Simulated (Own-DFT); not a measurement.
## Calculated data, Al$_{3}$GaN$_{4}$ (wurtzite random alloy, strained, atoms displaced)

A calculation, not a measurement: plane-wave PBE density functional theory by an unreviewed code, no spin, of a simulated periodic cell, stress positive in tension, free energy of the whole cell less one offset for each atom, forces on such cells passed a denser k mesh, this cell's mesh not checked; offsets are fitted by least squares, one for each functional and potential file, so energies compare only between cells with the same atoms and settings and are not formation energies; the far tail of each file's local potential was reset to the Coulomb form; each entry is a single point on an unrelaxed cell, so the pressure reflects the starting lattice, mostly measured values, from which strain is counted, and rises with the displacements; printed positions are rounded, which can move forces by about a meV/angstrom; the program is a retired in-house code; no spin-orbit coupling. Program: Own-DFT development build.

Al$_{3}$GaN$_{4}$ (wurtzite random alloy, strained, atoms displaced)

```
cell vectors (Å)
   9.2059     0.0000     0.0000
  -4.6029     7.9725     0.0000
   0.0000     0.0000    10.0655
atoms (fractions of the cell vectors)
Al  0.10445  0.21782  0.99276
Al  0.21970  0.10921  0.25454
N   0.11364  0.21973  0.19569
N   0.22101  0.10940  0.44198
Al  0.11479  0.22082  0.50554
Al  0.21777  0.10132  0.75013
N   0.11499  0.22570  0.68688
N   0.21808  0.11429  0.93821
Ga  0.10224  0.55557  0.00465
Al  0.22971  0.43787  0.24969
N   0.10540  0.55133  0.19495
N   0.21984  0.44431  0.44096
Al  0.10033  0.54093  0.50464
Al  0.22136  0.44601  0.74780
N   0.10411  0.54985  0.69394
N   0.22272  0.44505  0.93107
Al  0.11803  0.89949  0.01081
Ga  0.23123  0.78780  0.25041
N   0.11695  0.89459  0.19146
N   0.22805  0.79217  0.44289
Al  0.10750  0.88207  0.50364
Al  0.21973  0.78801  0.75064
N   0.10674  0.88300  0.67982
N   0.22560  0.77908  0.94235
Ga  0.45145  0.22608  0.01418
Al  0.56202  0.10877  0.25220
N   0.43776  0.22332  0.19578
N   0.56236  0.11627  0.43924
Al  0.43966  0.22701  0.50330
Al  0.55010  0.11792  0.74847
N   0.43563  0.22613  0.70232
N   0.55946  0.12064  0.93969
Ga  0.44463  0.54860  0.00133
Al  0.55031  0.45426  0.24757
N   0.43789  0.55861  0.18930
N   0.56254  0.44419  0.43735
Ga  0.45383  0.56602  0.50556
Ga  0.55958  0.44638  0.75285
N   0.44369  0.55582  0.68243
N   0.55355  0.44643  0.94035
Al  0.43776  0.87561  0.99047
Ga  0.56434  0.77859  0.25606
N   0.44777  0.89067  0.19264
N   0.55780  0.77747  0.44074
Al  0.44904  0.88817  0.49117
Al  0.55286  0.78159  0.74888
N   0.44722  0.89759  0.68904
N   0.56222  0.77927  0.93995
Al  0.77739  0.21770  0.99516
Al  0.88615  0.10550  0.24960
N   0.78438  0.21903  0.19125
N   0.88474  0.11829  0.44463
Al  0.77710  0.22216  0.50640
Al  0.88978  0.12172  0.74408
N   0.77920  0.22042  0.69532
N   0.88555  0.10613  0.94405
Al  0.77824  0.56018  0.99971
Ga  0.88621  0.43935  0.24646
N   0.77735  0.54574  0.18589
N   0.88328  0.44321  0.44654
Ga  0.77201  0.55357  0.49283
Al  0.88510  0.43784  0.74879
N   0.76804  0.55954  0.69229
N   0.88982  0.44031  0.94095
Al  0.78401  0.88250  0.99140
Al  0.89420  0.77415  0.24110
N   0.77616  0.88301  0.18475
N   0.89146  0.78598  0.44221
Al  0.77560  0.89177  0.49850
Al  0.89000  0.78387  0.73644
N   0.78100  0.89269  0.68874
N   0.88460  0.77208  0.94430
```

It was run with functional PBE, potential files PseudoDojo norm-conserving, scalar-relativistic, standard set, wave cutoff 42 hartree, occupations Fermi-Dirac, smearing width 0.1 eV and k mesh 4 x 4 x 3 centred on Gamma.

The calculation gives: free energy of cell above offsets -15.409 eV; pressure 15.81 GPa; stress xx -21.02 GPa; stress yy -16.98 GPa; stress zz -9.41 GPa; stress yz 0.01 GPa; stress xz 0.3 GPa; stress xy -0.55 GPa.

Force:
```tsv
element	x (eV/Å)	y (eV/Å)	z (eV/Å)
Al	0.373	1.35	1.279
Al	0.102	0.463	0.624
N	-0.738	-0.41	-1.453
N	-0.033	-0.132	0.232
Al	-0.925	0.285	-1.289
Al	-1.303	1.057	0.495
N	-0.212	-0.843	0.971
N	0.698	-1.091	-0.136
Ga	1.985	-0.115	0.091
Al	-3.075	0.291	1.153
N	2.411	0.818	-0.1
N	0.486	-0.377	-0.462
Al	0.387	2.162	-0.328
Al	0.555	0.137	-0.091
N	0.093	1.381	-0.643
N	-0.511	-0.828	0.954
Al	-0.18	-0.918	-1.908
Ga	-0.277	-2.036	1.049
N	-1.122	-0.138	-0.288
N	0.74	-2.462	0.294
Al	-0.138	1.281	-1.913
Al	1.588	-2.005	0.035
N	-0.18	0.995	2.197
N	-2.078	0.865	-1.14
Ga	-1.082	-0.311	-1.768
Al	-0.831	1.121	-0.1
N	1.323	0.277	1.607
N	-0.999	-0.34	0.59
Al	1.107	-0.774	-0.028
Al	0.934	-0.311	0.869
N	1.061	-1.478	-2.779
N	0.529	-2.211	-0.686
Ga	-1.945	1.328	-0.32
Al	1.817	-1.464	0.599
N	1.28	-0.309	0.303
N	-3.222	-1.212	-1.416
Ga	-0.547	-2.508	-1.631
Ga	-2.245	0.134	0.789
N	-0.858	0.963	3.214
N	2.333	-0.294	0.566
Al	1.549	2.554	1.771
Ga	-1.352	0.152	-1.213
N	1.063	0.698	-1.764
N	0.089	1.692	0.24
Al	-1.244	1.101	1.464
Al	0.733	-0.302	0.251
N	-0.408	-0.661	-0.287
N	-0.579	-0.03	-1.102
Al	-0.104	0.256	1.297
Al	0.844	0.355	0.564
N	-1.162	-1.345	-1.404
N	1.662	-1.1	-0.753
Al	-0.656	0.473	-0.321
Al	2.221	-1.985	1.419
N	-2.433	0.542	-1.089
N	0.085	0.038	-1.693
Al	0.617	-1.911	-0.269
Ga	0.363	-0.524	1.909
N	-2.542	1.832	-0.122
N	1.422	-0.717	-0.518
Ga	1.402	1.838	1.888
Al	-0.944	1.67	0.869
N	3.68	0.467	-0.772
N	-2.411	-0.468	-1.147
Al	-2.104	1.096	1.293
Al	-0.802	-0.009	1.275
N	1.877	0.78	-0.255
N	-0.206	-0.216	-1.573
Al	0.876	0.83	0.576
Al	-0.185	-1.185	1.925
N	-1.192	0.579	-0.246
N	2.541	1.158	-1.645
```
